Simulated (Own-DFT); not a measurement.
# An alloy series: diamond-structure SiGe

All numbers below are calculated, not measured. They come from Own-DFT, an in-house plane-wave density functional program, since retired, whose code no person has reviewed. Each row is one single-point run on a periodic cell that was not relaxed, without spin or spin-orbit coupling.

Settings of every run: PBE; PseudoDojo norm-conserving scalar-relativistic files; cutoff 42 hartree; 5 x 5 x 5 k mesh centred on Gamma; Fermi-Dirac smearing of 0.1 eV.

Known limits, some of them of some rows only: forces on such cells failed a check on a denser k mesh; forces on such cells moved up to 12 meV/angstrom on a denser k mesh; forces on such cells passed a denser k mesh, each cell not checked; stress not checked against mesh or cutoff.

Each cell has 16 atoms, with Ge and Si placed at random on their shared sites; x is the share of Ge. Lattice constants follow the straight line between measured values of the end members, and atoms start on the ideal sites of that lattice. Every atom was also moved at random, by a Gaussian of width 0.03 Å on each axis. u is the rms move along one axis. dE is the free energy for each Ge or Si site above the straight-line part, a + b x, of the fit below.

| x | cell | u (Å) | volume (Å³/atom) | P (GPa) | dE (meV/site) |
|---|---|---|---|---|---|
| 0.125 | Ge2Si14 | 0.0282 | 20.340 | 2.22 | 1.3 |
| 0.125 | Ge2Si14 | 0.0304 | 20.340 | 2.26 | 6.8 |
| 0.125 | Ge2Si14 | 0.0286 | 20.340 | 2.31 | 7.4 |
| 0.125 | Ge2Si14 | 0.0315 | 20.340 | 2.34 | 13.2 |
| 0.250 | Ge4Si12 | 0.0335 | 20.659 | ? | ? |
| 0.500 | Ge8Si8 | 0.0320 | 21.306 | 2.78 | 16.8 |
| 0.500 | Ge8Si8 | 0.0315 | 21.306 | 2.82 | 20.7 |
| 0.500 | Ge8Si8 | 0.0254 | 21.306 | 2.76 | 15.5 |
| 0.500 | Ge8Si8 | 0.0325 | 21.306 | 2.72 | 14.1 |
| 0.750 | Ge12Si4 | 0.0224 | 21.966 | 3.26 | 4.9 |
| 0.750 | Ge12Si4 | 0.0251 | 21.966 | 3.32 | 10.2 |
| 0.750 | Ge12Si4 | 0.0284 | 21.966 | 3.29 | 9.7 |
| 0.750 | Ge12Si4 | 0.0312 | 21.966 | 3.42 | 18.6 |
| 0.875 | Ge14Si2 | 0.0301 | 22.302 | 3.72 | 11.6 |
| 0.875 | Ge14Si2 | 0.0348 | 22.302 | 3.79 | 12.9 |
| 0.875 | Ge14Si2 | 0.0305 | 22.302 | 3.62 | 1.1 |
| 0.875 | Ge14Si2 | 0.0296 | 22.302 | 3.72 | 6.8 |

## Worked fit

Fit E = a + b x + W x (1 - x) + k (u² - 0.03²) to the rows shown. It gives W = 67 ± 17 meV/site and k = 15 ± 6 eV/Å², with a scatter of 3.9 meV/site. Part of W is bond strain that relaxing the atoms would remove. The pressures follow P = 2.23 + 0.24 x + 1.66 x² GPa, with a scatter of 0.06.

## Withheld member

Question: what pressure and dE should the cell at x = 0.250 give?

The fits give 2.4 GPa and 16 meV/site. The calculation gave 2.51 GPa and 24.8 meV/site.
